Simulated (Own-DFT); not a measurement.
# Stretching a layer in its plane: wurtzite AlN, 72 atoms (Al36N36)

The numbers are computed, not measured, by runs of the plane-wave DFT program Own-DFT (in-house, retired, unreviewed) at fixed positions, with no spin and no spin-orbit coupling.

Method: PBE; PseudoDojo norm-conserving scalar-relativistic files; cutoff 42 hartree; 3 x 3 x 2 k mesh centred on Gamma; Fermi-Dirac smearing of 0.1 eV.

Limits: forces on such cells moved up to 12 meV/angstrom on a denser k mesh; stress not checked against mesh or cutoff.

Unstrained cell vectors in Å: (9.336, 0.000, 0.000); (-4.668, 8.085, 0.000); (0.000, 0.000, 9.964). The unstrained cell has measured lattice constants (interpolated for alloys), not those of this functional. That, the random moves and any unrelaxed bonds set the pressure at no strain. Each run strains x and y alike by e, as a substrate would, and holds the height along z. Each coordinate of each atom was shifted by a normal deviate of width 0.05 Å. Stress is positive in tension.

| e (%) | u (Å) | (s_xx + s_yy)/2 (GPa) | s_zz (GPa) |
|---|---|---|---|
| -2.75 | 0.048 | -22.84 | -12.20 |
| -1.75 | 0.050 | -16.85 | -8.28 |
| -1.25 | 0.051 | -12.91 | -7.43 |
| -0.75 | 0.048 | ? | ? |
| 0.75 | 0.051 | -2.30 | -2.91 |
| 1.25 | 0.055 | 0.48 | -2.90 |
| 1.50 | 0.047 | 1.91 | -1.17 |
| 1.75 | 0.049 | 3.26 | -2.24 |
| 2.25 | 0.049 | 6.54 | -2.88 |
| 3.00 | 0.048 | 9.65 | -1.79 |

## Worked fit

With e as a fraction, the in-plane stress is -6.2 + 569 e - 1144 e² GPa (errors 7 and 491, scatter 0.40), and s_zz is -4.2 + 184 e - 3859 e² GPa (slope ± 12, scatter 0.66). At e = 0 the first slope is C11 + C12 and the second 2 C13, both with the ions held to the strained lattice and at the cell's own pressure. A free layer would change its height as e changes, and the in-plane slope would drop by 2 C13²/C33 to the biaxial modulus. At fixed height, a misfit of 1 % moves the in-plane stress by about 5.7 GPa and s_zz by 1.8 GPa.

## Test on the hidden row

Q: what are the two stresses at e = -0.75 %?

The fitted form gives -10.6 and -5.8 GPa. The hidden result is -9.73 and -6.82 GPa.
